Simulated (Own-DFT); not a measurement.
## Calculated data, GaP (zincblende, atoms displaced)

Computed with Own-DFT development build. A calculation, not a measurement: plane-wave PBE density functional theory by an unreviewed code, no spin, of a simulated periodic cell, stress positive in tension, free energy of the whole cell less one offset for each atom, forces on such cells passed a denser k mesh, this cell's mesh not checked; offsets are fitted by least squares, one for each functional and potential file, so energies compare only between cells with the same atoms and settings and are not formation energies; the far tail of each file's local potential was reset to the Coulomb form; each entry is a single point on an unrelaxed cell, so the pressure reflects the starting lattice, mostly measured values (interpolated for alloys), from which strain is counted, and rises with the displacements; printed positions are rounded, which can move forces by about a meV/angstrom; the program, named Own-DFT, is a retired in-house code; no spin-orbit coupling; before rounding, a Quantum ESPRESSO 7.3.1 run of the same cell and cutoff gave forces within 1 meV/angstrom rms on each cell, which checks the program and not the settings.

Common to all runs: functional PBE; potential files PseudoDojo norm-conserving, scalar-relativistic, standard set; wave cutoff 42 hartree; occupations Fermi-Dirac; smearing width 0.1 eV; k mesh 2 x 3 x 3 centred on Gamma.

(1) GaP (zincblende, atoms displaced)

```
GaP
1.0
     16.3515     0.0000     0.0000
      0.0000    10.9010     0.0000
      0.0000     0.0000    10.9010
Ga P Ga P Ga P Ga P Ga P Ga P Ga P Ga P Ga P Ga P Ga P Ga P
4 4 4 4 4 4 4 4 4 4 4 4 4 4 4 4 4 4 4 4 4 4 4 4
Direct
  0.99877 0.99927 0.00120
  0.00265 0.24918 0.24902
  0.16783 0.99860 0.24755
  0.16956 0.25000 0.00090
  0.08531 0.12425 0.12291
  0.08446 0.37386 0.37328
  0.25049 0.12625 0.37686
  0.25031 0.37406 0.12414
  0.00220 0.99921 0.49946
  0.99865 0.24845 0.75344
  0.16703 0.99792 0.75076
  0.16541 0.25060 0.49823
  0.08214 0.12220 0.62521
  0.08499 0.37702 0.87469
  0.24936 0.12769 0.87576
  0.24974 0.37303 0.62170
  0.99939 0.49884 0.99751
  0.99981 0.74967 0.25001
  0.16651 0.49646 0.24968
  0.16540 0.74676 0.00037
  0.08446 0.62453 0.12620
  0.08456 0.87430 0.37733
  0.25070 0.62642 0.37421
  0.24900 0.87459 0.12844
  0.99872 0.50109 0.49822
  0.99953 0.75129 0.74808
  0.16562 0.50083 0.75244
  0.16583 0.74932 0.50218
  0.08202 0.62529 0.62209
  0.08407 0.87281 0.87664
  0.24917 0.62406 0.87770
  0.25306 0.87905 0.62580
  0.33273 0.99762 0.99832
  0.33616 0.24528 0.24890
  0.49998 0.99980 0.25079
  0.50068 0.24896 0.99826
  0.41599 0.12809 0.12616
  0.41876 0.37382 0.37361
  0.58341 0.12538 0.37781
  0.58307 0.37178 0.12440
  0.33176 0.99971 0.50059
  0.33183 0.25308 0.74664
  0.49764 0.99920 0.74909
  0.49973 0.24811 0.49820
  0.41692 0.12728 0.62800
  0.41754 0.37347 0.87304
  0.58439 0.12541 0.87243
  0.58430 0.37643 0.62882
  0.33474 0.50062 0.00341
  0.33366 0.74714 0.24810
  0.49903 0.50034 0.24718
  0.49924 0.74796 0.00167
  0.41520 0.62474 0.12469
  0.41785 0.87431 0.37475
  0.58392 0.62345 0.37799
  0.58381 0.87267 0.12410
  0.33254 0.49962 0.49750
  0.33346 0.74993 0.74789
  0.49975 0.50061 0.75142
  0.49787 0.74920 0.49718
  0.41648 0.62369 0.62401
  0.41766 0.87518 0.87516
  0.58360 0.62454 0.87550
  0.58411 0.87464 0.62481
  0.66547 0.99987 0.99974
  0.66907 0.25002 0.25303
  0.83422 0.99983 0.24993
  0.83528 0.25095 0.00002
  0.75339 0.12534 0.12568
  0.75109 0.37664 0.37450
  0.91432 0.12373 0.37519
  0.91740 0.37599 0.12445
  0.66812 0.99770 0.49993
  0.66523 0.25050 0.75175
  0.83298 0.00060 0.74794
  0.83476 0.24785 0.49948
  0.74856 0.12577 0.62692
  0.74863 0.37198 0.87516
  0.91719 0.12338 0.87334
  0.91806 0.37474 0.62505
  0.66689 0.49943 0.99962
  0.66774 0.75182 0.25032
  0.83234 0.49947 0.24885
  0.83457 0.75163 0.99976
  0.75166 0.62644 0.12752
  0.74849 0.87747 0.37787
  0.91780 0.62365 0.37352
  0.91520 0.87811 0.12458
  0.66929 0.50280 0.49894
  0.66548 0.75009 0.74629
  0.83321 0.49870 0.74909
  0.83304 0.74871 0.49834
  0.75034 0.62510 0.62762
  0.74942 0.87386 0.87798
  0.91721 0.62287 0.87764
  0.91722 0.87742 0.62114
```

It finds free energy of cell above offsets -53.549 eV; pressure 2.72 GPa; stress xx -2.71 GPa; stress yy -2.73 GPa; stress zz -2.72 GPa; stress yz 0.15 GPa; stress xz 0.17 GPa; stress xy 0.27 GPa.

Force:
| element | x (eV/Å) | y (eV/Å) | z (eV/Å) |
| --- | --- | --- | --- |
| Ga | 0.34 | 0.101 | -0.216 |
| Ga | -0.436 | -0.169 | -0.004 |
| Ga | -0.176 | 0.284 | 0.585 |
| Ga | -0.435 | 0.175 | -0.142 |
| P | -0.2 | -0.021 | 0.065 |
| P | -0.376 | 0.188 | 0.26 |
| P | -0.122 | -0.19 | -0.366 |
| P | 0.356 | -0.027 | 0.388 |
| Ga | -0.332 | 0.174 | -0.218 |
| Ga | 0.476 | 0.202 | -0.3 |
| Ga | -0.041 | 0.261 | 0.1 |
| Ga | -0.013 | -0.32 | 0.281 |
| P | 0.275 | 0.416 | 0.152 |
| P | -0.282 | -0.562 | 0.188 |
| P | 0.27 | -0.364 | -0.336 |
| P | -0.322 | 0.538 | 0.19 |
| Ga | 0.381 | 0.08 | 0.394 |
| Ga | 0.137 | 0.222 | -0.09 |
| Ga | 0.276 | 0.354 | -0.018 |
| Ga | 0.237 | 0.282 | 0.2 |
| P | -0.412 | -0.243 | -0.042 |
| P | -0.059 | 0.049 | -0.477 |
| P | -0.318 | -0.234 | 0.039 |
| P | 0.311 | -0.317 | -0.675 |
| Ga | 0.287 | -0.315 | 0.01 |
| Ga | -0.115 | -0.078 | 0.143 |
| Ga | 0.26 | 0.049 | -0.567 |
| Ga | 0.478 | 0.192 | -0.016 |
| P | 0.15 | -0.16 | 0.421 |
| P | -0.237 | 0.125 | -0.119 |
| P | 0.384 | 0.111 | -0.298 |
| P | -0.686 | -0.659 | 0.043 |
| Ga | -0.034 | 0.285 | 0.285 |
| Ga | -0.574 | 0.695 | 0.412 |
| Ga | 0.164 | 0.118 | -0.167 |
| Ga | -0.03 | -0.057 | -0.02 |
| P | 0.435 | -0.884 | -0.612 |
| P | -0.386 | 0.117 | 0.016 |
| P | 0.277 | -0.262 | -0.311 |
| P | 0.206 | 0.281 | 0.119 |
| Ga | 0.653 | 0.339 | -0.17 |
| Ga | 0.109 | -0.21 | 0.366 |
| Ga | 0.531 | 0.095 | 0.032 |
| Ga | 0.218 | 0.377 | 0.543 |
| P | -0.237 | -0.24 | -0.496 |
| P | -0.318 | 0.231 | 0.275 |
| P | -0.411 | -0.391 | 0.28 |
| P | -0.114 | -0.004 | -0.69 |
| Ga | -0.2 | -0.411 | -0.577 |
| Ga | -0.044 | 0.446 | 0.308 |
| Ga | 0.42 | -0.108 | 0.226 |
| Ga | 0.17 | 0.1 | -0.235 |
| P | 0.358 | 0.059 | 0.076 |
| P | -0.512 | 0.13 | -0.134 |
| P | -0.14 | 0.212 | -0.607 |
| P | -0.209 | 0.268 | 0.185 |
| Ga | 0.199 | -0.126 | 0.007 |
| Ga | 0.017 | -0.141 | 0.323 |
| Ga | 0.074 | 0.004 | -0.096 |
| Ga | 0.442 | -0.03 | 0.394 |
| P | -0.069 | -0.004 | 0.039 |
| P | -0.201 | -0.299 | 0.058 |
| P | -0.047 | 0.135 | -0.015 |
| P | -0.513 | 0.042 | -0.219 |
| Ga | 0.256 | 0.206 | 0.141 |
| Ga | -0.234 | -0.137 | -0.262 |
| Ga | -0.345 | -0.037 | 0.199 |
| Ga | -0.081 | -0.085 | -0.117 |
| P | -0.58 | -0.046 | -0.113 |
| P | 0.088 | -0.173 | 0.29 |
| P | 0.876 | 0.042 | -0.137 |
| P | 0.115 | -0.147 | 0.135 |
| Ga | -0.408 | 0.489 | 0.365 |
| Ga | 0.155 | 0.019 | -0.242 |
| Ga | -0.123 | -0.243 | 0.159 |
| Ga | -0.336 | 0.26 | 0.265 |
| P | 0.141 | 0.075 | -0.229 |
| P | 0.413 | 0.294 | 0.058 |
| P | -0.225 | -0.012 | 0.315 |
| P | -0.143 | -0.078 | -0.039 |
| Ga | 0.049 | 0.022 | 0.249 |
| Ga | -0.184 | -0.228 | 0.235 |
| Ga | 0.325 | 0.023 | 0.032 |
| Ga | -0.137 | -0.23 | 0.051 |
| P | -0.249 | -0.02 | -0.393 |
| P | 0.557 | -0.389 | -0.534 |
| P | -0.427 | 0.133 | -0.08 |
| P | 0.37 | -0.472 | 0.228 |
| Ga | -0.262 | -0.396 | 0.38 |
| Ga | 0.143 | 0.033 | 0.58 |
| Ga | 0.014 | -0.107 | 0.296 |
| Ga | 0.08 | 0.067 | 0.13 |
| P | 0.182 | 0.088 | -0.296 |
| P | 0.058 | 0.073 | -0.56 |
| P | -0.174 | 0.365 | -0.546 |
| P | -0.208 | -0.303 | 0.27 |

(2) GaP (zincblende, atoms displaced)

```
GaP
1.0
     16.3515     0.0000     0.0000
      0.0000    10.9010     0.0000
      0.0000     0.0000    10.9010
Ga P Ga P Ga P Ga P Ga P Ga P Ga P Ga P Ga P Ga P Ga P Ga P
4 4 4 4 4 4 4 4 4 4 4 4 4 4 4 4 4 4 4 4 4 4 4 4
Direct
  0.00004 0.99876 0.99854
  0.99816 0.24648 0.25277
  0.16666 0.99878 0.25113
  0.16754 0.25225 0.99893
  0.08086 0.12503 0.12869
  0.08389 0.37597 0.37708
  0.24873 0.12851 0.37560
  0.25022 0.37675 0.12431
  0.00016 0.99967 0.49894
  0.99930 0.24716 0.74698
  0.16716 0.99853 0.75199
  0.16856 0.25201 0.50217
  0.08367 0.12663 0.62536
  0.08361 0.37428 0.87684
  0.24920 0.12699 0.87578
  0.24905 0.37189 0.62381
  0.00002 0.50235 0.99823
  0.00075 0.74789 0.25169
  0.16735 0.49706 0.25018
  0.16717 0.74912 0.99813
  0.08348 0.62334 0.12253
  0.08529 0.87431 0.37460
  0.24841 0.62415 0.37608
  0.24999 0.87415 0.12438
  0.99828 0.50292 0.50109
  0.99990 0.74970 0.74862
  0.16667 0.49900 0.74778
  0.16683 0.75033 0.49924
  0.08269 0.62493 0.62399
  0.08260 0.87309 0.87532
  0.24935 0.62314 0.87809
  0.25018 0.87182 0.62402
  0.33511 0.00004 0.00116
  0.33496 0.24933 0.24866
  0.49926 0.99969 0.25062
  0.49757 0.25073 0.00024
  0.41649 0.12169 0.12377
  0.41473 0.37316 0.37516
  0.58346 0.12583 0.37596
  0.58264 0.37463 0.12639
  0.33412 0.99938 0.50172
  0.33497 0.24936 0.75074
  0.50102 0.99995 0.74796
  0.50091 0.24962 0.50039
  0.41644 0.12256 0.62636
  0.41664 0.37738 0.87475
  0.58105 0.12415 0.87597
  0.58407 0.37482 0.62294
  0.33142 0.50379 0.99939
  0.33287 0.75021 0.24589
  0.50139 0.50037 0.25071
  0.50068 0.75188 0.00103
  0.41767 0.62614 0.12503
  0.41709 0.87672 0.37221
  0.58414 0.62519 0.37508
  0.58192 0.87489 0.12610
  0.33434 0.49854 0.50259
  0.33333 0.74827 0.75247
  0.49918 0.50154 0.74914
  0.49981 0.74962 0.50323
  0.41465 0.62858 0.62223
  0.41569 0.87568 0.87272
  0.58497 0.62270 0.87303
  0.58272 0.87442 0.62753
  0.66760 0.00067 0.00048
  0.66760 0.25129 0.25343
  0.83384 0.00035 0.24891
  0.83390 0.24880 0.00138
  0.75024 0.12579 0.12281
  0.74850 0.37631 0.37284
  0.91834 0.12492 0.37835
  0.91679 0.37700 0.12659
  0.66684 0.99897 0.50072
  0.66766 0.24949 0.75261
  0.83368 0.99961 0.75153
  0.83471 0.24823 0.50173
  0.74965 0.11891 0.62647
  0.74839 0.37634 0.87369
  0.91590 0.12659 0.87679
  0.91696 0.37436 0.62626
  0.66426 0.50022 0.99777
  0.66498 0.74919 0.25064
  0.83186 0.50159 0.25083
  0.83195 0.75095 0.99966
  0.74866 0.62436 0.12298
  0.75061 0.87442 0.37445
  0.91722 0.62370 0.37348
  0.91897 0.87612 0.12445
  0.66703 0.50161 0.50254
  0.66767 0.75004 0.74811
  0.83335 0.49921 0.75090
  0.83030 0.74844 0.49870
  0.74910 0.62558 0.62744
  0.74944 0.87540 0.87607
  0.91548 0.62341 0.87606
  0.91749 0.87732 0.62382
```

The calculation gives: free energy of cell above offsets -53.651 eV; pressure 2.7 GPa; stress xx -2.7 GPa; stress yy -2.71 GPa; stress zz -2.7 GPa; stress yz -0.16 GPa; stress xz -0.01 GPa; stress xy -0.06 GPa.

Force:
| element | x (eV/Å) | y (eV/Å) | z (eV/Å) |
| --- | --- | --- | --- |
| Ga | 0.125 | 0.294 | 0.105 |
| Ga | 0.253 | 0.68 | -0.041 |
| Ga | 0.09 | 0.288 | -0.159 |
| Ga | -0.312 | -0.255 | 0.465 |
| P | 0.525 | -0.067 | -0.528 |
| P | -0.315 | -0.167 | -0.038 |
| P | 0.366 | -0.466 | -0.045 |
| P | 0.248 | -0.273 | 0.047 |
| Ga | 0.429 | -0.033 | 0.148 |
| Ga | 0.176 | 0.266 | 0.52 |
| Ga | -0.059 | 0.055 | -0.227 |
| Ga | -0.594 | -0.217 | -0.347 |
| P | 0.179 | -0.416 | -0.132 |
| P | -0.277 | 0.067 | -0.492 |
| P | 0.324 | -0.321 | 0.043 |
| P | 0.609 | 0.451 | 0.511 |
| Ga | -0.023 | -0.376 | 0.165 |
| Ga | 0.166 | 0.154 | -0.314 |
| Ga | -0.236 | 0.258 | 0.007 |
| Ga | -0.204 | 0.106 | 0.295 |
| P | 0.148 | 0.149 | 0.345 |
| P | -0.403 | -0.026 | 0.116 |
| P | 0.481 | -0.015 | -0.197 |
| P | -0.104 | 0.225 | -0.161 |
| Ga | 0.248 | -0.412 | -0.114 |
| Ga | -0.191 | -0.064 | 0.08 |
| Ga | -0.11 | -0.077 | 0.215 |
| Ga | -0.073 | -0.163 | 0.073 |
| P | 0.152 | 0.1 | 0.115 |
| P | 0.137 | 0.091 | -0.112 |
| P | -0.11 | 0.221 | -0.756 |
| P | 0.012 | 0.267 | 0.301 |
| Ga | -0.531 | -0.116 | -0.324 |
| Ga | -0.387 | -0.06 | -0.097 |
| Ga | 0.265 | 0.186 | -0.019 |
| Ga | 0.212 | 0.005 | 0.056 |
| P | 0.147 | 0.422 | 0.244 |
| P | 0.553 | 0.228 | 0.024 |
| P | 0.049 | -0.242 | -0.108 |
| P | 0.08 | -0.147 | -0.166 |
| Ga | -0.278 | 0.038 | -0.366 |
| Ga | -0.232 | 0.062 | 0.003 |
| Ga | -0.232 | -0.02 | 0.312 |
| Ga | -0.302 | 0.011 | 0.014 |
| P | 0.208 | 0.313 | -0.166 |
| P | -0.198 | 0.033 | 0.052 |
| P | 0.31 | 0.16 | 0.03 |
| P | -0.113 | -0.02 | 0.407 |
| Ga | 0.496 | -0.367 | 0.31 |
| Ga | -0.018 | -0.152 | 0.532 |
| Ga | -0.345 | -0.098 | 0.114 |
| Ga | -0.073 | -0.204 | -0.43 |
| P | -0.03 | -0.188 | -0.086 |
| P | -0.184 | -0.374 | 0.414 |
| P | -0.229 | -0.003 | 0.363 |
| P | 0.382 | 0.215 | -0.051 |
| Ga | -0.427 | 0.04 | -0.33 |
| Ga | -0.276 | 0.067 | -0.059 |
| Ga | 0.083 | -0.031 | -0.282 |
| Ga | 0.061 | 0.253 | -0.592 |
| P | 0.238 | -0.465 | 0.487 |
| P | 0.335 | -0.063 | 0.202 |
| P | -0.48 | 0.587 | 0.007 |
| P | 0.218 | -0.046 | -0.342 |
| Ga | -0.401 | -0.073 | 0.021 |
| Ga | -0.224 | -0.242 | -0.483 |
| Ga | 0.135 | 0.062 | 0.052 |
| Ga | -0.076 | 0.585 | -0.079 |
| P | -0.107 | 0.002 | 0.497 |
| P | 0.493 | -0.03 | 0.717 |
| P | -0.556 | -0.21 | -0.266 |
| P | -0.023 | -0.166 | -0.052 |
| Ga | -0.159 | -0.148 | -0.147 |
| Ga | -0.282 | -0.215 | -0.311 |
| Ga | 0.148 | -0.093 | 0.081 |
| Ga | -0.469 | 0.121 | -0.049 |
| P | 0.067 | 0.702 | -0.031 |
| P | 0.354 | -0.222 | 0.37 |
| P | 0.168 | -0.246 | -0.262 |
| P | -0.157 | 0.174 | -0.12 |
| Ga | 0.231 | -0.246 | 0.315 |
| Ga | 0.276 | 0.116 | -0.194 |
| Ga | 0.082 | -0.108 | -0.284 |
| Ga | 0.244 | -0.025 | 0.213 |
| P | -0.055 | 0.107 | 0.155 |
| P | -0.282 | 0.113 | -0.185 |
| P | -0.409 | 0.261 | 0.247 |
| P | -0.39 | -0.351 | 0.142 |
| Ga | -0.038 | -0.123 | -0.277 |
| Ga | -0.189 | 0.115 | 0.414 |
| Ga | -0.035 | -0.023 | -0.045 |
| Ga | 0.586 | 0.079 | 0.159 |
| P | 0.358 | -0.172 | -0.232 |
| P | 0.03 | -0.049 | -0.203 |
| P | 0.041 | 0.384 | -0.237 |
| P | -0.316 | -0.43 | 0.031 |

(3) GaP (zincblende, atoms displaced)

```
GaP
1.0
     16.3515     0.0000     0.0000
      0.0000    10.9010     0.0000
      0.0000     0.0000    10.9010
Ga P Ga P Ga P Ga P Ga P Ga P Ga P Ga P Ga P Ga P Ga P Ga P
4 4 4 4 4 4 4 4 4 4 4 4 4 4 4 4 4 4 4 4 4 4 4 4
Direct
  0.99958 0.00465 0.00185
  0.00128 0.24697 0.25089
  0.16672 0.99747 0.24925
  0.16617 0.24681 0.99765
  0.08336 0.12689 0.12402
  0.08308 0.37613 0.37464
  0.25049 0.12874 0.37575
  0.24917 0.37743 0.12435
  0.99884 0.99841 0.50255
  0.99999 0.24964 0.74778
  0.16885 0.99709 0.75071
  0.16674 0.24853 0.49526
  0.08199 0.12746 0.62529
  0.08347 0.37553 0.87251
  0.24818 0.12630 0.87612
  0.24956 0.37750 0.62279
  0.00180 0.49844 0.99726
  0.99999 0.74918 0.24968
  0.16496 0.50130 0.24564
  0.16783 0.75186 0.00082
  0.08375 0.62606 0.12763
  0.08306 0.87468 0.37654
  0.25037 0.62496 0.37395
  0.25148 0.87859 0.12666
  0.99927 0.49922 0.49898
  0.00154 0.74995 0.75003
  0.16752 0.49728 0.74930
  0.16754 0.74529 0.49981
  0.08257 0.62343 0.62871
  0.08353 0.87463 0.87686
  0.24993 0.62479 0.87427
  0.25103 0.87453 0.62680
  0.33314 0.00166 0.00269
  0.33138 0.24867 0.25022
  0.50158 0.00129 0.24972
  0.49844 0.25052 0.99800
  0.41746 0.12658 0.12788
  0.41421 0.37591 0.37486
  0.58415 0.12336 0.37567
  0.58563 0.37618 0.12699
  0.33332 0.99988 0.49589
  0.33090 0.24772 0.74923
  0.50024 0.99937 0.75195
  0.49906 0.24868 0.49872
  0.41631 0.12684 0.62265
  0.41581 0.37740 0.87489
  0.58333 0.12212 0.87829
  0.58426 0.37038 0.62469
  0.33193 0.50077 0.00247
  0.33260 0.75109 0.24929
  0.49805 0.49921 0.25030
  0.49830 0.75009 0.99927
  0.41701 0.62691 0.12551
  0.41860 0.87568 0.37558
  0.58308 0.62531 0.37465
  0.58403 0.87513 0.12303
  0.33380 0.49774 0.50263
  0.33173 0.74876 0.75374
  0.49974 0.49934 0.75494
  0.49879 0.75100 0.50087
  0.41851 0.62211 0.62766
  0.41815 0.87526 0.87322
  0.58484 0.62447 0.87778
  0.58387 0.87545 0.62419
  0.66798 0.00078 0.99977
  0.66720 0.24862 0.25086
  0.83449 0.00176 0.24572
  0.83255 0.24840 0.00082
  0.75053 0.12353 0.12739
  0.74897 0.37193 0.37396
  0.91768 0.12552 0.37387
  0.91484 0.37202 0.12450
  0.66800 0.99918 0.50076
  0.66648 0.25232 0.75123
  0.83430 0.99690 0.75043
  0.83235 0.25018 0.49763
  0.74907 0.12821 0.62492
  0.74993 0.37045 0.87285
  0.91702 0.12526 0.87527
  0.91746 0.37276 0.62698
  0.66524 0.49887 0.00001
  0.66921 0.75344 0.24942
  0.83324 0.49882 0.25410
  0.83382 0.74989 0.99958
  0.75093 0.62658 0.12732
  0.74951 0.87720 0.37485
  0.91684 0.62441 0.37426
  0.91611 0.87577 0.12292
  0.66692 0.50131 0.49928
  0.66669 0.74978 0.75264
  0.83416 0.50040 0.74825
  0.83186 0.75228 0.50318
  0.74900 0.62728 0.62379
  0.75219 0.87877 0.87349
  0.91789 0.62647 0.87670
  0.91507 0.87364 0.62549
```

The calculation gives: free energy of cell above offsets -53.567 eV; pressure 2.72 GPa; stress xx -2.73 GPa; stress yy -2.71 GPa; stress zz -2.72 GPa; stress yz 0.12 GPa; stress xz 0.26 GPa; stress xy 0.09 GPa.

Force:
| element | x (eV/Å) | y (eV/Å) | z (eV/Å) |
| --- | --- | --- | --- |
| Ga | 0.061 | -0.408 | -0.218 |
| Ga | -0.205 | 0.489 | -0.123 |
| Ga | -0.159 | 0.466 | 0.283 |
| Ga | -0.117 | 0.702 | 0.234 |
| P | 0.26 | -0.302 | 0.255 |
| P | 0.083 | -0.045 | -0.204 |
| P | -0.245 | -0.782 | -0.323 |
| P | -0.134 | -0.535 | -0.046 |
| Ga | 0.054 | 0.188 | -0.155 |
| Ga | -0.034 | 0.007 | 0.415 |
| Ga | -0.52 | 0.273 | -0.092 |
| Ga | -0.273 | 0.383 | 0.55 |
| P | 0.54 | -0.527 | -0.109 |
| P | 0.112 | -0.338 | 0.117 |
| P | 0.446 | -0.417 | -0.131 |
| P | -0.15 | -0.632 | 0.122 |
| Ga | -0.296 | 0.058 | 0.475 |
| Ga | -0.144 | 0.28 | 0.059 |
| Ga | 0.262 | -0.142 | 0.592 |
| Ga | -0.032 | -0.131 | 0.083 |
| P | -0.183 | 0.093 | -0.678 |
| P | 0.06 | -0.114 | 0.026 |
| P | 0.088 | -0.3 | 0.001 |
| P | -0.168 | -0.394 | -0.214 |
| Ga | 0.03 | 0.035 | 0.274 |
| Ga | -0.239 | 0.11 | 0.139 |
| Ga | -0.078 | 0.283 | 0.052 |
| Ga | -0.175 | 0.315 | 0.241 |
| P | 0.178 | -0.068 | -0.491 |
| P | -0.065 | 0.286 | -0.004 |
| P | -0.231 | -0.136 | 0.337 |
| P | 0.018 | -0.112 | -0.475 |
| Ga | 0.363 | 0.107 | -0.334 |
| Ga | 0.217 | 0.431 | -0.194 |
| Ga | 0.067 | -0.181 | -0.029 |
| Ga | 0.321 | 0.159 | 0.297 |
| P | -0.16 | -0.019 | -0.207 |
| P | 0.272 | -0.279 | -0.051 |
| P | -0.053 | 0.152 | 0.021 |
| P | -0.624 | -0.328 | -0.12 |
| Ga | 0.064 | -0.003 | 0.415 |
| Ga | 0.262 | 0.372 | -0.077 |
| Ga | 0.101 | 0.246 | -0.473 |
| Ga | 0.144 | 0.212 | -0.138 |
| P | -0.091 | -0.411 | 0.369 |
| P | -0.351 | -0.399 | 0.136 |
| P | -0.001 | 0.457 | -0.344 |
| P | -0.353 | 0.685 | 0.012 |
| Ga | 0.271 | 0.148 | -0.176 |
| Ga | 0.273 | 0.035 | 0.262 |
| Ga | 0.318 | 0.077 | 0.058 |
| Ga | 0.374 | 0.048 | 0.067 |
| P | -0.229 | -0.157 | -0.044 |
| P | -0.319 | -0.031 | -0.328 |
| P | -0.015 | 0.17 | -0.113 |
| P | -0.064 | -0.034 | 0.067 |
| Ga | 0.072 | 0.516 | -0.207 |
| Ga | 0.508 | 0.027 | -0.407 |
| Ga | 0.512 | -0.118 | -0.47 |
| Ga | 0.287 | -0.279 | 0.109 |
| P | -0.365 | 0.358 | -0.034 |
| P | -0.582 | 0.037 | 0.346 |
| P | -0.33 | 0.138 | -0.155 |
| P | -0.076 | -0.097 | 0.253 |
| Ga | 0.019 | -0.144 | 0.149 |
| Ga | -0.183 | -0.108 | -0.082 |
| Ga | 0.06 | -0.255 | 0.569 |
| Ga | -0.02 | -0.064 | -0.111 |
| P | -0.222 | 0.236 | -0.362 |
| P | 0.081 | 0.452 | 0.218 |
| P | -0.173 | -0.273 | 0.194 |
| P | 0.474 | 0.33 | 0.119 |
| Ga | -0.1 | 0.21 | 0.107 |
| Ga | -0.253 | -0.603 | -0.032 |
| Ga | -0.039 | 0.775 | -0.295 |
| Ga | 0.235 | -0.056 | 0.234 |
| P | 0.306 | -0.459 | 0.165 |
| P | 0.159 | 0.758 | 0.387 |
| P | -0.083 | 0.027 | -0.175 |
| P | -0.298 | 0.244 | -0.523 |
| Ga | 0.686 | 0.013 | 0.123 |
| Ga | -0.479 | -0.27 | 0.074 |
| Ga | -0.022 | -0.059 | -0.418 |
| Ga | -0.15 | 0.031 | 0.011 |
| P | -0.013 | -0.317 | -0.298 |
| P | 0.488 | 0.061 | -0.045 |
| P | -0.178 | 0.252 | 0.364 |
| P | 0.312 | -0.096 | 0.154 |
| Ga | -0.197 | -0.256 | 0.033 |
| Ga | 0.016 | 0.238 | -0.136 |
| Ga | -0.107 | 0.05 | 0.198 |
| Ga | 0.09 | -0.212 | -0.593 |
| P | 0.103 | -0.318 | 0.303 |
| P | -0.408 | -0.585 | 0.32 |
| P | -0.113 | -0.208 | -0.264 |
| P | 0.451 | -0.017 | 0.11 |
